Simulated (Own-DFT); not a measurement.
# A surface energy from a slab and the bulk: wurtzite GaN, m plane (10-10)

Everything here is calculated. The program is Own-DFT (plane waves, in-house, since retired, never reviewed by a person); positions were held fixed, and spin and spin-orbit coupling were off.

Caveats (not all hold for every row): some atoms lie very close together; forces not confirmed at this smearing and k mesh; k mesh not checked against a denser one.

Both sets of runs: PBE; PseudoDojo norm-conserving scalar-relativistic files (stringent for Ga); cutoff 96 hartree; Gaussian smearing of 0.01 eV. The slab has 64 atoms in 16 layers, two equal faces of 33.07 Å² as cut, 15 Å of vacuum, a dipole correction along the normal and a 6 x 6 x 1 mesh. The bulk cell has 72 atoms, the same measured lattice constants and a 4 x 4 x 3 mesh. In the slab only the 16 atoms nearest the faces were moved at random; u is their rms move along one axis. Energies are counted from -3520.29 eV for each atom.

| slab run | u (Å) | E (eV, cell) |
|---|---|---|
| 1 | 0.0449 | 8.247 |
| 2 | 0.0459 | 9.176 |
| 3 | 0.0460 | 8.489 |
| 4 | 0.0772 | 10.752 |
| 5 | 0.0835 | 10.323 |
| 6 | 0.0871 | 11.959 |
| 7 | 0.0936 | 10.785 |
| 8 | 0.0975 | 12.080 |
| 9 | 0.0985 | 11.407 |
| 10 | 0.1040 | 11.417 |
| 11 | 0.1057 | 12.371 |
| 12 | 0.1060 | 12.245 |

```
bulk run   u (Å)  E (meV/atom)
       1  0.0177          0.05
       2  0.0188          1.46
       3  0.0191          0.80
       4  0.0216          4.48
       5  0.0470         49.95
       6  0.0487         65.45
       7  0.0950        253.37
       8  0.1015        295.79
       9  0.1054        323.10
      10  0.1084        313.24
```

The question: what is the energy of the unrelaxed surface?

## Worked answer

Take each set to u = 0 with E = a + b u². Rows are weighted down as u grows, with residuals divided by u² + 0.0006 Å². Slab: a = 7.80 ± 0.22 eV. Bulk: a = -9.2 ± 0.6 meV/atom. The excess is 7.80 - 64 x (-0.0092) = 8.38 ± 0.22 eV. Over two faces that is 127 meV/Å², or 2.03 ± 0.05 J/m². Relaxing the faces would lower the energy, and the unlike meshes and the reach from the smallest u down to zero add errors that aren't counted here.
